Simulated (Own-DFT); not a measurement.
# One host, several defects: C11b WSi2

The numbers are computed, not measured, by runs of the plane-wave DFT program Own-DFT (in-house, retired, unreviewed) at fixed positions, with no spin and no spin-orbit coupling.

All runs used: PBE; PseudoDojo norm-conserving scalar-relativistic files; cutoff 50 hartree; 5 x 5 x 5 k mesh centred on Gamma; cold (Marzari-Vanderbilt) smearing of 0.2 eV.

Keep in mind: forces on such cells failed a check on a denser k mesh; stress not checked against mesh or cutoff.

All runs share one cell, with vectors in Å (-2.148, -5.953, 3.409); (-6.444, 2.976, 1.136); (-2.553, -2.948, -6.757) and a volume of 403.2 Å³. The atoms are randomly displaced, by u rms on each axis. The defect's site can differ from row to row.

| cell | formula | u (Å) | P (GPa) |
|---|---|---|---|
| no defect | Si20W10 | 0.0176 | 4.35 |
| no defect | Si20W10 | 0.0184 | 4.29 |
| no defect | Si20W10 | 0.0474 | 5.70 |
| one W on a Si site | Si19W11 | 0.0310 | 10.44 |
| one W on a Si site | Si19W11 | 0.0506 | 10.76 |
| one W on a Si site | Si19W11 | 0.0544 | 11.20 |
| one Si on a W site | Si21W9 | 0.0346 | 6.37 |
| one Si on a W site | Si21W9 | 0.0479 | 7.42 |
| one Si on a W site | Si21W9 | 0.0516 | 8.04 |
| one Si vacancy | Si19W10 | 0.0253 | 3.19 |
| one Si vacancy | Si19W10 | 0.0307 | 3.33 |
| one Si vacancy | Si19W10 | 0.0444 | 4.36 |
| one W vacancy | Si20W9 | 0.0299 | 3.67 |
| one W vacancy | Si20W9 | 0.0302 | ? |
| one W vacancy | Si20W9 | 0.0482 | 4.24 |
| one W vacancy | Si20W9 | 0.0509 | 4.99 |

## Analysis

P = P0 + c u² + a shift for each defect gives P0 = 4.13 GPa, c = 676 ± 102 GPa/Å² and a scatter of 0.30 GPa. The shifts, and each times the cell's volume:

- one W on a Si site: 5.21 ± 0.27 GPa, 13.1 eV
- one Si on a W site: 1.76 ± 0.27 GPa, 4.4 eV
- one W vacancy: -1.14 ± 0.26 GPa, -2.9 eV
- one Si vacancy: -1.31 ± 0.24 GPa, -3.3 eV

Against the defect-free cell, a freed cell would be larger where the shift is positive and smaller where it is negative (160.2 GPa Å³ is 1 eV). The atoms around the defects weren't relaxed, which would change these numbers.

## Test on the hidden row

Question: what pressure belongs in the blank (one W vacancy, u = 0.0302 Å)?

The fit gives 3.60 ± 0.36 GPa. Computed: 3.30 GPa.
